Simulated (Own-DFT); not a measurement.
# Which defects push the lattice out? C11b WSi2

Calculated, not measured: single-point runs of Own-DFT, a retired in-house plane-wave DFT program that no person has reviewed, on unrelaxed cells, without spin or spin-orbit coupling.

All runs used: PBEsol; PseudoDojo norm-conserving scalar-relativistic files, made for PBE; cutoff 50 hartree; 5 x 5 x 5 k mesh centred on Gamma; cold (Marzari-Vanderbilt) smearing of 0.2 eV.

Caveats: forces on such cells failed a check on a denser k mesh; stress not checked against mesh or cutoff.

All runs share one cell, with vectors in Å (-2.148, -5.953, 3.409); (-6.444, 2.976, 1.136); (-2.553, -2.948, -6.757) and a volume of 403.2 Å³. Atoms were moved at random from their sites; u is the rms move along one axis. The defect's site can differ from row to row.

| cell | formula | u (Å) | P (GPa) |
|---|---|---|---|
| no defect | Si20W10 | 0.0190 | 0.22 |
| no defect | Si20W10 | 0.0522 | 1.98 |
| no defect | Si20W10 | 0.0557 | 2.42 |
| one Si on a W site | Si21W9 | 0.0310 | 2.32 |
| one Si on a W site | Si21W9 | 0.0441 | 3.22 |
| one Si on a W site | Si21W9 | 0.0496 | 3.39 |
| one W vacancy | Si20W9 | 0.0346 | 0.17 |
| one W vacancy | Si20W9 | 0.0458 | 0.81 |
| one W vacancy | Si20W9 | 0.0538 | 0.32 |
| one W on a Si site | Si19W11 | 0.0272 | 5.51 |
| one W on a Si site | Si19W11 | 0.0300 | 5.58 |
| one W on a Si site | Si19W11 | 0.0459 | 6.19 |
| one Si vacancy | Si19W10 | 0.0251 | -0.83 |
| one Si vacancy | Si19W10 | 0.0319 | -0.50 |
| one Si vacancy | Si19W10 | 0.0507 | ? |
| one Si vacancy | Si19W10 | 0.0587 | 1.50 |

## Working it out

P = P0 + c u² + a shift for each defect gives P0 = 0.11 GPa, c = 694 ± 89 GPa/Å² and a scatter of 0.32 GPa. The shifts, and each times the cell's volume:

- one W on a Si site: 4.78 ± 0.27 GPa, 12.0 eV
- one Si on a W site: 1.62 ± 0.26 GPa, 4.1 eV
- one W vacancy: -1.12 ± 0.26 GPa, -2.8 eV
- one Si vacancy: -1.24 ± 0.26 GPa, -3.1 eV

A positive shift means that the defect pushes the cell outwards. Shift times volume (160.2 GPa Å³ is 1 eV) depends little on the cell's size, so, taken for each site, it can be compared between cells at like pressure. The atoms around the defects weren't relaxed, which would change these numbers.

## Prediction

The question: what pressure belongs in the blank (one Si vacancy, u = 0.0507 Å)?

The fitted form gives 0.66 ± 0.37 GPa. DFT gave 0.41 GPa.
